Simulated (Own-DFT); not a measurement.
# Same atoms, different arrangement: In32P32, 64 atoms

All numbers below are calculated, not measured. They come from Own-DFT, an in-house plane-wave density functional program, since retired, whose code no person has reviewed. Each row is one single-point run on a periodic cell that was not relaxed, without spin or spin-orbit coupling.

Settings of every run: PBE; PseudoDojo norm-conserving scalar-relativistic files; cutoff 36 hartree; 3 x 3 x 3 k mesh centred on Gamma; Fermi-Dirac smearing of 0.1 eV.

Known limits, some of them of some rows only: not probed for a lower state with spin; forces on such cells moved up to 12 meV/angstrom on a denser k mesh; stress not checked against mesh or cutoff.

All cells hold the same atoms in the same cell, with vectors in Å (11.737, 0.000, 0.000); (0.000, 11.737, 0.000); (0.000, 0.000, 11.737). Every atom was moved at random from its ideal site; u is the rms move along one axis. The defect's site can differ from row to row. E is the free energy of the cell above the lowest run. The arrangements:

- A: zincblende InP
- B: zincblende InP, with one In on a P site and one P on an In site, 2.5 Å apart

| arrangement | u (Å) | E (eV) | P (GPa) |
|---|---|---|---|
| A | 0.0199 | 0.000 | 3.20 |
| A | 0.0208 | 0.043 | 3.21 |
| A | 0.0228 | 0.113 | 3.22 |
| A | 0.0473 | 1.580 | 3.49 |
| A | 0.0496 | 2.154 | 3.62 |
| A | 0.0497 | 2.348 | 3.70 |
| B | 0.0289 | 4.469 | 3.64 |
| B | 0.0294 | 4.600 | 3.65 |
| B | 0.0301 | 4.485 | 3.62 |
| B | 0.0472 | 5.850 | 3.89 |
| B | 0.0486 | 5.976 | 3.92 |
| B | 0.0542 | 6.245 | 3.98 |

Question: once the cost of the random moves is taken out, how do the arrangements rank?

## Worked answer

Fit E = a + b u², with one b for all and one a for each arrangement, and with residuals divided by u², since the noise grows with the moves. Then b = 976 eV/Å², the scatter at u = 0.04 Å is 0.13 eV, and against A:

- B: 4.05 ± 0.05 eV (higher)

These are energies of unrelaxed cells. Relaxing the atoms lowers the strained arrangements most, so the gaps would shrink and small ones could change sign.
